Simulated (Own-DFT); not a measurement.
## Calculated data, GaP (zincblende, strongly disordered by large displacements)

All values are calculated (Own-DFT development build). A calculation, not a measurement: plane-wave PBE density functional theory by an unreviewed code, no spin, of a simulated periodic cell, stress positive in tension, free energy of the whole cell less one offset for each atom, forces on such cells passed a denser k mesh, this cell's mesh not checked; broken bonds can close the gap or carry spin, so checks made on this kind of crystal may not hold here; offsets are fitted by least squares, one for each functional and potential file, so energies compare only between cells with the same atoms and settings and are not formation energies; the far tail of each file's local potential was reset to the Coulomb form; each entry is a single point on an unrelaxed cell, so the pressure reflects the starting lattice, mostly measured values (interpolated for alloys), from which strain is counted, and rises with the displacements; printed positions are rounded, which can move forces by about a meV/angstrom; the program, named Own-DFT, is a retired in-house code; no spin-orbit coupling.

Settings shared by all entries: functional PBE; potential files PseudoDojo norm-conserving, scalar-relativistic, standard set; wave cutoff 42 hartree; occupations Fermi-Dirac; smearing width 0.1 eV; hardware one NVIDIA H100; k mesh 3 x 3 x 3 centred on Gamma.

(1) 
```xyz
64
Lattice="10.9010 0.0000 0.0000 0.0000 10.9010 0.0000 0.0000 0.0000 10.9010" Properties=species:S:1:pos:R:3:force_x:R:1:force_y:R:1:force_z:R:1 formula=GaP free_energy_of_cell_above_offsets=32.869 pressure=16.95 stress_xx=-14.24 stress_yy=-20.21 stress_zz=-16.4 stress_yz=3.5 stress_xz=0.85 stress_xy=1.31 wall_time=589.4
Ga    10.3541    10.7281    10.7563     -0.872     -0.929      3.849
Ga    10.7673     2.8511     2.3085      4.668     -1.962      0.801
Ga     2.7564     0.1096     2.8090     -0.385     -4.944      2.671
Ga     2.1173     2.5432    10.6113      1.838     -1.275     -0.647
P      2.5282     1.4154     1.2867       -0.1      1.135      0.574
P      0.9899     4.3631     4.0896      2.421     -5.254     -1.636
P      4.2877     1.2214     4.0122     -5.286      -0.62      1.746
P      3.9334     3.7368     1.3826     -1.353      1.059     -0.154
Ga     0.2071     0.2980     5.6207     -0.902     -1.673     -0.744
Ga    10.6212     2.7844     7.7653      3.527      -3.09      4.331
Ga     2.6453     0.2133     8.4242      1.073     -4.048      2.626
Ga     2.5749     2.4456     5.3488      2.049      4.011     -3.894
P      1.9733     1.2210     6.8365     -4.769      0.546     -0.895
P      1.4573     3.9890     9.4242     -6.135      0.717     -1.323
P      4.2375     1.2279     9.4650     -2.471      4.734     -2.872
P      4.1709     4.1841     6.2145     -2.809     -2.079      2.646
Ga    10.6672     5.3810    10.6012      2.125     -3.289      3.266
Ga     0.0479     7.8509     2.3954      -4.27      4.044      3.807
Ga     2.1034     5.2960     2.5726      5.406     -1.913       1.47
Ga     3.2722     7.8102     0.1720     -4.459      4.008      3.906
P      1.2230     6.6320     1.3419      1.435      0.034     -6.754
P      1.0040     9.3580     3.9785      1.854      0.862      1.207
P      4.0950     6.2377     3.9119     -0.174       1.16      0.175
P      4.6340     9.7862     1.3944     -6.844      -1.17      2.154
Ga    10.7809     5.2824     5.4624     -0.293      6.967      0.496
Ga    10.7755     7.9027     8.1046      2.627      4.444      -3.68
Ga     2.6693     5.3350     8.5330      4.124      3.452     -3.214
Ga     2.5958     8.3376     5.6918      2.823      2.802     -4.237
P      1.7885     7.1431     7.1046      -2.83     -3.987      3.331
P      1.1460    10.1332     9.8947      5.133     -3.153     -2.111
P      4.6038     6.7066    10.0811      1.168      0.034     -2.716
P      4.5719     9.6278     7.1498     -3.155        3.2     -4.478
Ga     5.1496     0.1101    10.8283     -1.474     -0.595     -0.586
Ga     5.2912     2.5406     2.8602      3.283      3.595     -2.497
Ga     8.1746     0.3860     3.1402      -2.12     -1.712     -1.221
Ga     8.7211     2.5960    10.8773     -3.343      4.309      3.528
P      6.2401     1.3826     1.0140       5.74      4.644      4.602
P      6.9644     4.1104     4.8057     -1.528      0.598     -3.865
P      9.9755     1.3953     3.8136      0.383      0.409      2.117
P      9.1626     4.0358     1.9990     -2.804      1.572     -3.552
Ga     5.6206     0.2076     5.2065     -1.017     -4.182      0.743
Ga     5.3178     2.9361     8.3656     -1.449     -1.142     -3.272
Ga     8.2612     0.1183     8.0967     -5.479      1.519      0.247
Ga     8.3120     2.6307     5.7010      0.156     -1.982     -3.919
P      6.8016     1.4323     6.2928      0.273      0.546      6.434
P      6.8622     3.9729     9.4526      6.159     -0.981     -0.397
P      9.3050     1.1377     9.6097      1.231      2.224     -3.932
P      9.6636     3.9044     6.3857     -1.398      2.868      3.138
Ga     5.2070     4.7888    10.2615     -2.586     -2.492      3.421
Ga     5.6901     8.4580     2.4546      1.553     -0.518      6.501
Ga     7.7768     5.6259     2.7121     -2.717     -0.158     -0.368
Ga     8.8531     8.3652    10.6482     -3.452      2.658      2.344
P      6.4672     7.0891     1.1910      3.318      -3.89     -2.631
P      7.0836     9.6262     4.5710     -0.517     -0.274     -3.399
P      8.8720     6.8991     4.0729      5.397     -1.533     -2.651
P      9.4861     9.7101     1.6437      0.034     -1.192      0.214
Ga     5.6851     5.5970     6.0410     -0.312     -0.816     -2.464
Ga     4.8662     8.3172     8.6150      2.769     -1.704      2.271
Ga     8.5945     5.4179     8.6197     -4.136     -4.228     -3.499
Ga     8.2573     7.9715     5.6687      1.632      2.958     -0.129
P      6.7488     7.1809     6.7001     -2.282      0.404      6.148
P      6.5192     9.9734     9.7693       4.76     -4.141     -4.082
P      9.7321     6.8440     9.4581     -0.498       1.69      2.283
P      9.0367     9.5069     7.0077      5.258     -2.277     -1.227
```

Units: free_energy_of_cell_above_offsets in eV; pressure, stress_xx, stress_yy, stress_zz, stress_yz, stress_xz, stress_xy in GPa; wall_time in s; force_x, force_y, force_z in eV/Å.

(2) 
```xyz
64
Lattice="10.9010 0.0000 0.0000 0.0000 10.9010 0.0000 0.0000 0.0000 10.9010" Properties=species:S:1:pos:R:3:force_x:R:1:force_y:R:1:force_z:R:1 formula=GaP free_energy_of_cell_above_offsets=39.172 pressure=19.49 stress_xx=-19.36 stress_yy=-19.4 stress_zz=-19.7 stress_yz=3.37 stress_xz=-2.28 stress_xy=3.1 wall_time=646.1
Ga     0.0044    10.7230     0.6218      5.262      6.704     -8.354
Ga     0.0583     2.9276     2.7748      -2.64     -3.856     -1.432
Ga     2.9811     0.0659     2.8071      0.377      0.273     -0.398
Ga     2.1609     3.2654     0.2442      3.627     -3.156      7.732
P      1.6049     1.3793     1.2528     -0.793      -0.81      2.028
P      1.6315     3.8805     3.6070       2.93      2.419      2.862
P      4.4461     1.5108     4.2521     -3.138      1.803      -0.58
P      4.4897     4.4877     1.1308     -5.493      -9.93      7.296
Ga    10.8954    10.6822     5.5167      0.415      2.392     -1.546
Ga    10.6831     2.1152     7.8960     -0.012      0.558      1.624
Ga     2.7813     0.0077     7.9757      2.124     -0.332      1.511
Ga     2.4446     3.5522     5.7637     -4.821     -4.351     -3.778
P      1.6148     1.3700     6.7429     -1.423      0.756     -2.483
P      1.8097     4.0144     9.4786     -3.038      3.251     -8.681
P      3.7337     1.3372     9.7363      1.379       0.25     -1.373
P      3.8194     4.4677     6.7785      10.81     -3.391     -2.743
Ga    10.8558     5.2613    10.1597     -0.191      0.443      0.329
Ga     0.1775     8.2767     2.6817       0.77     -9.953     -1.405
Ga     2.5960     5.7078     2.6216       2.65     -0.292      1.448
Ga     2.2693     8.8371     0.0302      3.532     -2.887      4.087
P      1.5893     6.7607     1.0715     -2.572      2.014     -1.576
P      1.1918     9.2723     4.0171     -3.497      5.531     -0.574
P      4.2595     6.7978     3.9621     -0.185      1.248      0.664
P      4.4740     9.6516     1.3299     -4.148     -4.434      7.645
Ga     0.3139     5.8529     4.6731      8.892      -4.15      3.765
Ga     0.3537     8.2177     8.3021     -3.832       1.34     -1.126
Ga     3.0410     5.6363     8.0336      3.673      0.339      8.273
Ga     2.7134     9.0650     5.0678      9.278     -2.988      5.743
P      1.5365     6.6825     7.7112     -6.242      2.428     -4.997
P      1.4079     9.7087     9.3248     -1.346      3.777     -0.857
P      4.3302     6.6394     9.6730     -6.176      7.613     -8.715
P      4.5130     9.3887     6.9260     -3.631      2.653     -1.677
Ga     5.0959    10.5353    10.6672     -0.393      6.513     -5.474
Ga     5.7786     2.3131     2.6824      0.844      2.065     -0.383
Ga     8.3914    10.5611     2.4915      2.779       3.84     -2.594
Ga     8.1663     2.6377     0.3616       -0.9      1.047     -7.128
P      7.4250     1.1881     1.5759     -5.032     -0.479     -0.651
P      7.3591     4.3584     4.0799     -4.042     -4.013      3.978
P      9.2570     1.4066     3.9407       6.09     -2.717     -2.603
P      9.1337     3.6249     1.8144      3.279      2.683      0.746
Ga     5.1041    10.6929     5.2651      2.684     -0.974      0.238
Ga     5.4018     2.4681     7.6734     -7.833      6.848      5.629
Ga     8.1961     0.1704     8.4525     -2.397     -2.669     -1.941
Ga     8.1112     2.2119     5.3140     -3.549      4.052      4.545
P      6.6168     1.2621     6.9445      7.007     -6.437     -4.463
P      6.2910     4.3289    10.3743       6.89     -10.28     -4.856
P      9.4883     1.0505     9.8260      2.899      2.348      2.089
P      9.0904     3.7346     7.8607        0.1     -0.574     -0.647
Ga     5.2854     5.7698     0.0637       5.26      10.38      4.746
Ga     6.1273     8.1247     2.6463     -2.886      5.756      2.582
Ga     8.4744     5.4691     2.7206      1.095       0.82     -3.114
Ga     8.4924     8.5416     0.5145     -1.365     -2.407      -2.07
P      6.6895     6.3964     1.9128      1.341     -2.762     -3.462
P      7.3216     9.9185     3.8715     -8.175      -4.87      8.153
P      9.6122     6.5799     4.0694     -6.065      6.845     -0.999
P      9.9802     9.6237     1.8039     -3.584     -3.926      0.949
Ga     5.7760     5.6747     5.5859     -6.158     -4.462     -5.551
Ga     5.4463     7.8795     7.9268      2.425      -3.13      3.465
Ga     7.9819     5.6465     8.1146      2.879     -1.952      5.286
Ga     7.6227     8.4904     5.6418      2.115      1.846     -0.763
P      7.1483     6.6023     6.5755      1.574      5.221      1.118
P      6.8092     9.5827    10.1039      3.874     -1.694     -3.273
P      9.6178     7.1970     9.4660     -2.038     -1.055      1.304
P      9.5306     9.5466     6.7467     -1.261     -1.121      2.432
```

Units: free_energy_of_cell_above_offsets in eV; pressure, stress_xx, stress_yy, stress_zz, stress_yz, stress_xz, stress_xy in GPa; wall_time in s; force_x, force_y, force_z in eV/Å.

(3) 
```xyz
64
Lattice="10.9010 0.0000 0.0000 0.0000 10.9010 0.0000 0.0000 0.0000 10.9010" Properties=species:S:1:pos:R:3:force_x:R:1:force_y:R:1:force_z:R:1 formula=GaP free_energy_of_cell_above_offsets=-2.206 pressure=9.97 stress_xx=-9.1 stress_yy=-9.94 stress_zz=-10.88 stress_yz=-2.1 stress_xz=0.17 stress_xy=-0.83 wall_time=564.1
Ga    10.7021    10.6836    10.6856      0.915      0.657       3.45
Ga    10.7745     2.8533     2.7972      1.453     -2.576      0.297
Ga     2.8388     0.0874     2.9404     -3.676     -1.256     -2.069
Ga     2.9106     2.8456    10.3950     -0.912     -1.086      1.376
P      1.4141     1.3530     1.1474     -0.199      0.022      0.719
P      1.5691     3.8639     3.9612      -0.55      2.321      0.349
P      4.0727     1.3507     3.9956      2.865      2.852      2.258
P      3.9049     4.0340     1.3418     -0.787      1.705     -2.564
Ga     0.2155     0.1451     5.5865     -4.164     -4.758     -3.282
Ga     0.3529     2.9194     8.1087     -3.888     -3.741     -4.888
Ga     2.5877    10.5452     8.3003      3.501      3.581     -4.484
Ga     2.6845     2.7109     5.5495      2.882      0.826     -1.491
P      1.2944     1.4448     6.5815      3.155      2.332      6.039
P      0.9296     4.0039     9.6288      7.407     -0.363      -0.69
P      4.3561     1.2279     9.2901     -2.969     -0.339      0.363
P      4.1009     4.3463     6.9104     -1.141     -8.582       0.14
Ga     0.0198     5.2022    10.8942      2.666      6.029      2.175
Ga     0.0413     8.3358     2.9583     -2.709     -2.249     -2.501
Ga     2.7983     5.5599     2.5970     -0.136     -0.738      1.505
Ga     2.4576     8.3233     0.2255      2.191     -2.384      0.363
P      1.2984     6.7476     1.4627      -1.22      1.109     -0.827
P      1.2609     9.5570     4.1195      2.819      1.721      2.259
P      3.9733     6.8364     4.1152      2.458     -1.223     -1.163
P      3.8756     9.6710     1.4641      1.861     -0.504     -0.532
Ga     0.3223     5.6076     5.4049      3.769     -4.532      2.678
Ga     0.0033     8.0876     8.3793      0.653      1.602     -1.114
Ga     2.8373     5.4155     8.0111     -3.533      3.738      4.806
Ga     2.6984     7.9349     5.4575        0.3      3.475     -0.497
P      1.4195     6.9358     6.8477       -0.8     -1.078      2.112
P      1.5022     9.6966     9.7449     -3.689     -3.092      1.104
P      4.1994     6.6887     9.7741     -1.221      1.269     -1.169
P      4.0431     9.5558     6.7783     -1.339      1.191     -2.156
Ga     5.3840     0.1603     0.1113     -1.096      0.336      1.905
Ga     5.4383     2.8811     2.1532      1.778     -1.347      3.731
Ga     8.2923     0.1718     2.7289     -3.485       3.13      3.392
Ga     8.5745     2.7938    10.7453     -1.478     -0.478     -0.031
P      6.9242     1.5620     1.1590      0.957     -0.527      0.637
P      6.6668     3.7554     4.1726      0.224      1.754     -0.574
P      9.5550     1.2967     4.3228      1.698     -0.544     -2.907
P      9.8716     4.1332     1.2532     -5.706     -2.114      4.408
Ga     5.7092     0.0591     5.1528     -0.916       0.87      1.339
Ga     5.5066     2.8090     8.3506     -0.222     -1.286     -4.069
Ga     8.0378     0.1809     8.2824      0.724     -1.513       1.73
Ga     8.4341     2.6921     5.4445     -1.912      1.871      0.188
P      7.2181     1.3877     6.7771     -3.971      1.518     -1.116
P      6.5389     4.0820     9.6187      5.706      0.354     -0.109
P      9.6836     1.1674     9.4705     -0.451        3.4     -2.184
P      9.3623     4.4795     6.4156      1.642     -0.749      1.328
Ga     5.7203     5.3453     0.1736     -3.478      0.392      0.639
Ga     5.4305     8.2152     2.5974     -1.188      0.379      0.942
Ga     8.5658     5.6864     2.9007     -3.365     -2.537     -2.281
Ga     7.9659     8.1673     0.0944      1.418        2.1     -1.508
P      6.7265     6.8591     1.3051      1.671     -0.534      2.754
P      6.9144     9.4889     3.9469       1.04     -0.449      0.267
P      9.9289     6.5241     4.2491      -3.25       6.62      -2.12
P      9.2066     9.9261     1.3872      3.836     -5.796     -3.544
Ga     5.3538     5.4503     5.8858      1.285      0.019     -7.487
Ga     5.2784     8.3056     7.9848       1.72     -2.007      2.744
Ga     8.4154     5.2301     8.3171     -1.547      0.746      0.037
Ga     8.3334     8.4906     5.8349     -3.953     -4.771     -4.439
P      6.6320     6.7555     6.6693      4.926      4.679      3.456
P      6.6537     9.9411     9.7017      1.249     -4.083     -2.125
P      9.9167     6.5655     9.6641     -4.227        2.5         -1
P      9.4176     9.7149     6.9649      4.412      2.139      3.429
```

Units: free_energy_of_cell_above_offsets in eV; pressure, stress_xx, stress_yy, stress_zz, stress_yz, stress_xz, stress_xy in GPa; wall_time in s; force_x, force_y, force_z in eV/Å.
